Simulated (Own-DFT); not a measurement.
## Calculated data, SiC (4H silicon carbide, atoms displaced)

A calculation, not a measurement: plane-wave PBE density functional theory by an unreviewed code, no spin, of a simulated periodic cell, stress positive in tension, free energy of the whole cell less one offset for each atom, forces on such cells passed a denser k mesh, this cell's mesh not checked; offsets are fitted by least squares, one for each functional and potential file, so energies compare only between cells with the same atoms and settings and are not formation energies; the far tail of each file's local potential was reset to the Coulomb form; each entry is a single point on an unrelaxed cell, so the pressure reflects the starting lattice, mostly measured values (interpolated for alloys), from which strain is counted, and rises with the displacements; printed positions are rounded, which can move forces by about a meV/angstrom; the program, named Own-DFT, is a retired in-house code; no spin-orbit coupling. Program: Own-DFT development build.

Common to all runs: functional PBE; potential files PseudoDojo norm-conserving, scalar-relativistic, standard set; wave cutoff 42 hartree; occupations Fermi-Dirac; smearing width 0.1 eV; hardware one NVIDIA H100; k mesh 5 x 5 x 3 centred on Gamma.

(1) 
```cif
# cell vector a (Å): 6.1654 0.0000 0.0000
# cell vector b (Å): -3.0827 5.3394 0.0000
# cell vector c (Å): 0.0000 0.0000 10.0681
data_SiC
_symmetry_space_group_name_H-M 'P 1'
_symmetry_Int_Tables_number 1
_cell_length_a 6.1654
_cell_length_b 6.1654
_cell_length_c 10.0681
_cell_angle_alpha 90.000
_cell_angle_beta 90.000
_cell_angle_gamma 120.000
_cell_volume 331.44
loop_
_atom_site_label
_atom_site_type_symbol
_atom_site_fract_x
_atom_site_fract_y
_atom_site_fract_z
_atom_site_occupancy
Si1 Si 0.99032 0.99747 0.40459 1
Si2 Si 0.16585 0.32949 0.15490 1
C1 C 0.00051 0.99981 0.09589 1
C2 C 0.16229 0.33629 0.34235 1
Si3 Si 0.98542 0.48402 0.40613 1
Si4 Si 0.16557 0.83242 0.15413 1
C3 C 0.00580 0.49618 0.09611 1
C4 C 0.16429 0.82092 0.34076 1
Si5 Si 0.49552 0.99880 0.41015 1
Si6 Si 0.67057 0.34101 0.16079 1
C5 C 0.49473 0.99185 0.09588 1
C6 C 0.67537 0.33890 0.34585 1
Si7 Si 0.49188 0.48923 0.40591 1
Si8 Si 0.66392 0.83914 0.15342 1
C7 C 0.50447 0.50354 0.09394 1
C8 C 0.66857 0.83577 0.34830 1
Si9 Si 0.00188 0.00730 0.90687 1
Si10 Si 0.83062 0.66818 0.65593 1
C9 C 0.00100 0.00333 0.59272 1
C10 C 0.83177 0.66393 0.83829 1
Si11 Si 0.99407 0.49043 0.90846 1
Si12 Si 0.82295 0.16749 0.65379 1
C11 C 0.00197 0.51493 0.59552 1
C12 C 0.82350 0.15590 0.84203 1
Si13 Si 0.50783 0.00931 0.90872 1
Si14 Si 0.33114 0.65431 0.65423 1
C13 C 0.49907 0.99625 0.59773 1
C14 C 0.33804 0.66268 0.84847 1
Si15 Si 0.50974 0.50597 0.90163 1
Si16 Si 0.33409 0.16627 0.65976 1
C15 C 0.48683 0.49418 0.59255 1
C16 C 0.33765 0.16931 0.84675 1
_calc_free_energy_of_cell_above_offsets '-4.590'  # eV
_calc_pressure 3.8  # GPa
_calc_stress_xx -5.87  # GPa
_calc_stress_yy -1.6  # GPa
_calc_stress_zz -3.92  # GPa
_calc_stress_yz -0.12  # GPa
_calc_stress_xz -0.54  # GPa
_calc_stress_xy -0.17  # GPa
_calc_wall_time 115  # s
```

Force:
| element | x (eV/Å) | y (eV/Å) | z (eV/Å) |
| --- | --- | --- | --- |
| Si | 1.839 | 0.065 | 0.159 |
| Si | 0.59 | 0.592 | 0.338 |
| C | -0.279 | -0.137 | -0.819 |
| C | 0.68 | -1.129 | 0.14 |
| Si | 1.623 | 2.615 | 0.719 |
| Si | 0.219 | -0.477 | 0.649 |
| C | -1.31 | 0.099 | -0.661 |
| C | -0.834 | 0.949 | 0.822 |
| Si | 0.083 | -0.534 | -0.696 |
| Si | 0.21 | -0.826 | -0.931 |
| C | -0.306 | 1.946 | -0.426 |
| C | -2.175 | -1.683 | -0.014 |
| Si | -0.125 | 1.296 | -0.135 |
| Si | 0.865 | -0.919 | 1.349 |
| C | 0.053 | -0.192 | -0.152 |
| C | -1.068 | -0.883 | -0.864 |
| Si | 0.455 | -1.068 | -0.3 |
| Si | -0.478 | 0.512 | -0.724 |
| C | -0.456 | 0.034 | 0.315 |
| C | 0.85 | 0.704 | 1.482 |
| Si | 0.504 | 0.788 | -0.671 |
| Si | 1.569 | 0.474 | 0.318 |
| C | 0.188 | -1.999 | -0.646 |
| C | 0.762 | 1.325 | 0.223 |
| Si | -0.845 | -1.874 | -0.022 |
| Si | -1.214 | 1.464 | 1.408 |
| C | -0.837 | -0.139 | -0.634 |
| C | -1.154 | 0.418 | -0.833 |
| Si | -0.509 | -0.558 | 1.271 |
| Si | -0.444 | -0.53 | -0.401 |
| C | 1.863 | -0.311 | -0.159 |
| C | -0.319 | -0.022 | -0.108 |

(2) 
```cif
# cell vector a (Å): 6.1654 0.0000 0.0000
# cell vector b (Å): -3.0827 5.3394 0.0000
# cell vector c (Å): 0.0000 0.0000 10.0681
data_SiC
_symmetry_space_group_name_H-M 'P 1'
_symmetry_Int_Tables_number 1
_cell_length_a 6.1654
_cell_length_b 6.1654
_cell_length_c 10.0681
_cell_angle_alpha 90.000
_cell_angle_beta 90.000
_cell_angle_gamma 120.000
_cell_volume 331.44
loop_
_atom_site_label
_atom_site_type_symbol
_atom_site_fract_x
_atom_site_fract_y
_atom_site_fract_z
_atom_site_occupancy
Si1 Si 0.99293 0.99582 0.40603 1
Si2 Si 0.16253 0.33041 0.15594 1
C1 C 0.99642 0.99773 0.09547 1
C2 C 0.16774 0.33041 0.34264 1
Si3 Si 0.99342 0.49938 0.40547 1
Si4 Si 0.16144 0.84414 0.15291 1
C3 C 0.00011 0.49760 0.09264 1
C4 C 0.16155 0.84006 0.34154 1
Si5 Si 0.49260 0.99080 0.40228 1
Si6 Si 0.67258 0.34431 0.14778 1
C5 C 0.49890 0.99648 0.09919 1
C6 C 0.66089 0.31844 0.34963 1
Si7 Si 0.49983 0.49631 0.40272 1
Si8 Si 0.67316 0.84082 0.15735 1
C7 C 0.49526 0.50215 0.09497 1
C8 C 0.66777 0.83257 0.34363 1
Si9 Si 0.99597 0.99453 0.90346 1
Si10 Si 0.84698 0.67285 0.65787 1
C9 C 0.00267 0.00032 0.59212 1
C10 C 0.83883 0.67069 0.84561 1
Si11 Si 0.00163 0.50421 0.90378 1
Si12 Si 0.83348 0.16584 0.65917 1
C11 C 0.00122 0.50064 0.59310 1
C12 C 0.82051 0.15919 0.84316 1
Si13 Si 0.50140 0.00734 0.91137 1
Si14 Si 0.33753 0.66397 0.65016 1
C13 C 0.49408 0.99225 0.59223 1
C14 C 0.34045 0.66436 0.84870 1
Si15 Si 0.49215 0.49820 0.90405 1
Si16 Si 0.33725 0.16871 0.65592 1
C15 C 0.49712 0.49873 0.59269 1
C16 C 0.33299 0.16266 0.84834 1
_calc_free_energy_of_cell_above_offsets '-4.761'  # eV
_calc_pressure 3.7  # GPa
_calc_stress_xx -4.93  # GPa
_calc_stress_yy -3.22  # GPa
_calc_stress_zz -2.95  # GPa
_calc_stress_yz 0.61  # GPa
_calc_stress_xz -0.23  # GPa
_calc_stress_xy 0.91  # GPa
_calc_wall_time 129  # s
```

Force:
| element | x (eV/Å) | y (eV/Å) | z (eV/Å) |
| --- | --- | --- | --- |
| Si | 0.375 | 0.913 | 0.134 |
| Si | 0.192 | 0.492 | 0.273 |
| C | -0.458 | 0.854 | -1.434 |
| C | -0.845 | 0.27 | 0.311 |
| Si | 0.679 | -0.121 | -0.331 |
| Si | 1.697 | -1.554 | 0.924 |
| C | -0.16 | 0.963 | -0.375 |
| C | 0.359 | -1.251 | 0.037 |
| Si | -0.031 | 0.109 | 0.754 |
| Si | -0.434 | -1.325 | 2.038 |
| C | -0.439 | 1.118 | -0.933 |
| C | -0.225 | 1.592 | -1.689 |
| Si | 0.141 | -0.305 | 0.454 |
| Si | -0.808 | -1.194 | 0.102 |
| C | 0.47 | 0.227 | -0.564 |
| C | -0.338 | -0.536 | 0.009 |
| Si | -0.359 | 0.958 | 0.729 |
| Si | -1.274 | -0.564 | -0.501 |
| C | -0.207 | 0.292 | 0.668 |
| C | -0.595 | -0.883 | -0.402 |
| Si | 0.735 | -0.689 | 0.333 |
| Si | -0.397 | -0.357 | -1.239 |
| C | 0.24 | -0.308 | 0.242 |
| C | 1.219 | 1.07 | 0.547 |
| Si | 0.244 | -1.638 | -0.135 |
| Si | -0.611 | 0.146 | 1.559 |
| C | 0.445 | 0.783 | -0.065 |
| C | -1.744 | 0.863 | -1.47 |
| Si | 1.43 | -0.042 | 0.958 |
| Si | -0.019 | -0.445 | -0.069 |
| C | 1.36 | 0.152 | -0.038 |
| C | -0.644 | 0.409 | -0.828 |

(3) 
```cif
# cell vector a (Å): 6.1654 0.0000 0.0000
# cell vector b (Å): -3.0827 5.3394 0.0000
# cell vector c (Å): 0.0000 0.0000 10.0681
data_SiC
_symmetry_space_group_name_H-M 'P 1'
_symmetry_Int_Tables_number 1
_cell_length_a 6.1654
_cell_length_b 6.1654
_cell_length_c 10.0681
_cell_angle_alpha 90.000
_cell_angle_beta 90.000
_cell_angle_gamma 120.000
_cell_volume 331.44
loop_
_atom_site_label
_atom_site_type_symbol
_atom_site_fract_x
_atom_site_fract_y
_atom_site_fract_z
_atom_site_occupancy
Si1 Si 0.99141 0.99944 0.40517 1
Si2 Si 0.16896 0.32050 0.16102 1
C1 C 0.00069 0.99536 0.09334 1
C2 C 0.17566 0.34240 0.34468 1
Si3 Si 0.00027 0.50592 0.40580 1
Si4 Si 0.16653 0.83966 0.15817 1
C3 C 0.98978 0.49580 0.09241 1
C4 C 0.14852 0.83631 0.34181 1
Si5 Si 0.49610 0.00566 0.40692 1
Si6 Si 0.66882 0.33719 0.15942 1
C5 C 0.50594 0.99968 0.09623 1
C6 C 0.67236 0.33571 0.34614 1
Si7 Si 0.50116 0.50129 0.41115 1
Si8 Si 0.65692 0.82640 0.15732 1
C7 C 0.51616 0.51083 0.09628 1
C8 C 0.67684 0.83547 0.33979 1
Si9 Si 0.99279 0.99401 0.90954 1
Si10 Si 0.83957 0.66549 0.65466 1
C9 C 0.00092 0.00161 0.59190 1
C10 C 0.83419 0.66403 0.84414 1
Si11 Si 0.01009 0.49431 0.90763 1
Si12 Si 0.83459 0.17060 0.65593 1
C11 C 0.99810 0.49846 0.59191 1
C12 C 0.83020 0.15545 0.84674 1
Si13 Si 0.50399 0.00624 0.90651 1
Si14 Si 0.34172 0.66985 0.65399 1
C13 C 0.50292 0.98998 0.59072 1
C14 C 0.32492 0.65961 0.84172 1
Si15 Si 0.50586 0.50790 0.90426 1
Si16 Si 0.33422 0.15710 0.65898 1
C15 C 0.50308 0.49800 0.59720 1
C16 C 0.33769 0.17588 0.84215 1
_calc_free_energy_of_cell_above_offsets '-4.545'  # eV
_calc_pressure 3.88  # GPa
_calc_stress_xx -3.37  # GPa
_calc_stress_yy -2.79  # GPa
_calc_stress_zz -5.46  # GPa
_calc_stress_yz 0.02  # GPa
_calc_stress_xz -0.06  # GPa
_calc_stress_xy 0  # GPa
_calc_wall_time 117.7  # s
```

Force:
| element | x (eV/Å) | y (eV/Å) | z (eV/Å) |
| --- | --- | --- | --- |
| Si | 0.533 | 1.309 | 0.547 |
| Si | -0.858 | 1.812 | -1.296 |
| C | -0.676 | 0.325 | 0.305 |
| C | -0.604 | -0.635 | 0.608 |
| Si | 0.509 | -0.239 | -0.256 |
| Si | 0.651 | -1.382 | -0.931 |
| C | 2.037 | 0.426 | 0.803 |
| C | 2.28 | 0.08 | 0.755 |
| Si | 0.551 | -0.933 | -1.058 |
| Si | 0.375 | -0.43 | -0.424 |
| C | -1.282 | 0.303 | -0.257 |
| C | -0.851 | -0.172 | 0.123 |
| Si | 0.513 | 0.335 | -0.645 |
| Si | 1.217 | 1.254 | -0.038 |
| C | -1.508 | -2.01 | -0.896 |
| C | -2.408 | -0.431 | 1.243 |
| Si | 1.338 | 0.113 | -0.792 |
| Si | -0.791 | 0.5 | 0.608 |
| C | 0.167 | -0.154 | 0.335 |
| C | 0.772 | 0.067 | -0.197 |
| Si | -2.143 | -0.205 | 0.133 |
| Si | 0.693 | -0.769 | 0.221 |
| C | 0.808 | 0.41 | 0.141 |
| C | -0.193 | 1.062 | -0.774 |
| Si | -0.738 | -0.836 | 0.244 |
| Si | -0.559 | -1.376 | 0.481 |
| C | -0.679 | 1.247 | 0.547 |
| C | 1.194 | 1.508 | 0.197 |
| Si | 0.041 | -0.503 | 0.456 |
| Si | -0.512 | 0.704 | -0.884 |
| C | 0.164 | -0.329 | -0.39 |
| C | -0.041 | -1.05 | 1.091 |
